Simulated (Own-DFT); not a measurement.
# Response to strain: wurtzite GaN, 72 atoms (Ga36N36)

All numbers below are calculated, not measured. They come from Own-DFT, an in-house plane-wave density functional program, since retired, whose code no person has reviewed. Each row is one single-point run on a periodic cell that was not relaxed, without spin or spin-orbit coupling.

Settings of every run: PBE; PseudoDojo norm-conserving scalar-relativistic files (stringent for Ga); cutoff 96 hartree; 4 x 4 x 3 k mesh centred on Gamma; Gaussian smearing of 0.01 eV.

Known limits: forces not confirmed at this smearing and k mesh; stress not checked against mesh or cutoff.

Unstrained cell vectors in Å: (9.567, 0.000, 0.000); (-4.784, 8.285, 0.000); (0.000, 0.000, 10.370). The unstrained cell has measured lattice constants (interpolated for alloys), not those of this functional. That, the random moves and any unrelaxed bonds set the pressure at no strain. Each run strains this cell uniformly, with the atoms carried along. Every atom was also moved at random, by a Gaussian of width 0.05 Å on each axis. Strain is the symmetric tensor, in per cent. Stress is positive in tension, and the pressure is minus a third of its trace.

```
run,e_xx (%),e_yy (%),e_zz (%),e_yz (%),e_xz (%),e_xy (%),s_xx (GPa),s_yy (GPa),s_zz (GPa),s_yz (GPa),s_xz (GPa),s_xy (GPa),P (GPa),E (meV/atom)
1,0.34,0.80,1.95,1.14,-0.52,-1.20,-4.12,-1.48,1.89,2.49,-0.75,-3.60,1.24,0.0
2,1.13,1.00,-0.16,1.34,0.31,-1.62,-1.38,-1.88,-6.39,3.01,0.47,-4.19,3.22,6.7
3,0.99,0.83,-1.68,0.73,1.82,-1.29,-5.63,-3.33,-13.29,1.80,4.61,-4.22,7.42,40.2
4,-1.02,1.93,-0.58,-0.28,0.58,0.88,-10.29,-1.43,-8.93,-0.72,0.95,3.87,6.88,22.9
5,1.44,-1.43,0.91,-0.54,-0.82,-0.03,-2.82,-12.97,-2.18,-1.58,-2.55,-0.69,5.99,30.4
6,0.69,0.63,1.82,1.63,-1.61,1.22,-3.27,-2.00,1.38,2.87,-3.17,3.93,1.30,10.2
7,-1.15,1.58,-1.64,-0.66,0.21,-0.81,-11.04,-2.30,-13.62,-1.26,0.74,-2.52,8.98,8.8
8,1.25,-0.10,-0.43,1.19,0.24,-1.73,-3.74,-5.18,-8.37,2.37,0.44,-4.96,5.76,16.3
9,-1.52,0.41,1.83,0.38,-0.68,1.67,-12.27,-5.89,0.73,0.54,-0.66,3.59,5.81,14.9
10,0.96,-1.12,-1.59,-1.66,-0.65,-0.57,-3.72,-15.44,-14.53,-4.10,-1.39,-2.33,11.23,37.5
11,0.85,-1.13,-0.89,0.34,-1.27,0.74,-4.95,-11.42,-11.79,0.77,-2.50,2.94,9.39,15.6
12,1.18,0.23,-1.90,-0.08,-0.94,-1.38,-2.99,-5.58,-16.62,-0.26,-2.12,-4.21,8.40,26.3
13,0.79,-1.85,-1.83,1.86,-0.73,-1.70,-8.40,-18.13,-17.27,5.93,-1.10,-6.25,14.60,71.4
14,1.40,-0.37,-0.09,-0.49,-1.86,-0.85,-2.16,-8.65,-6.02,-1.06,-4.31,-4.32,5.61,22.1
15,0.40,-1.83,-0.82,-1.41,-1.86,1.49,-8.43,-14.85,-12.96,-3.04,-4.33,4.27,12.08,43.6
16,-0.80,1.23,1.06,0.75,0.50,-1.77,-8.69,-2.01,-3.33,2.23,0.48,-5.94,4.68,19.5
17,1.02,-0.58,-0.70,-1.30,-1.82,-1.56,?,?,?,?,?,?,?,?
```

E is the free energy for each atom above the lowest run shown.

## Worked fit

Each stress component was fitted by least squares to a constant and the strains of the runs shown, as fractions, with shears doubled. Shear strains stay in the fit of a normal stress only where such slopes are resolved. The slopes, in GPa:

| stress | at no strain | per e_xx | per e_yy | per e_zz | scatter |
|---|---|---|---|---|---|
| s_xx | -7.5 | 395 ± 31 | 94 ± 25 | 57 ± 19 | 1.00 |
| s_yy | -7.6 | 128 ± 41 | 483 ± 33 | 82 ± 25 | 1.29 |
| s_zz | -7.4 | 72 ± 27 | 79 ± 22 | 459 ± 17 | 0.87 |

Each shear stress against twice its own strain: yz 125 ± 5, xz 109 ± 9, xy 171 ± 12 GPa. These are stiffnesses along x, y and z of the frame in which the cell vectors are given, which need not be the crystal's axes. The atoms are held to the strained lattice; where symmetry lets them move under strain, relaxing them would lower some slopes. The table should be nearly symmetric about its diagonal, and what it lacks of that shows the noise. A ninth of its sum, 205 ± 7 GPa, estimates the bulk modulus near the mean pressure of these runs, 7.0 GPa, so it lies above the value at zero pressure.

## Withheld run

Question: what normal stresses and pressure should run 17 give?

The fit gives s_xx = -4.4, s_yy = -9.7, s_zz = -10.3 and P = 8.2 GPa. The calculation gave -5.30, -11.03, -10.72 and P = 9.02 GPa.
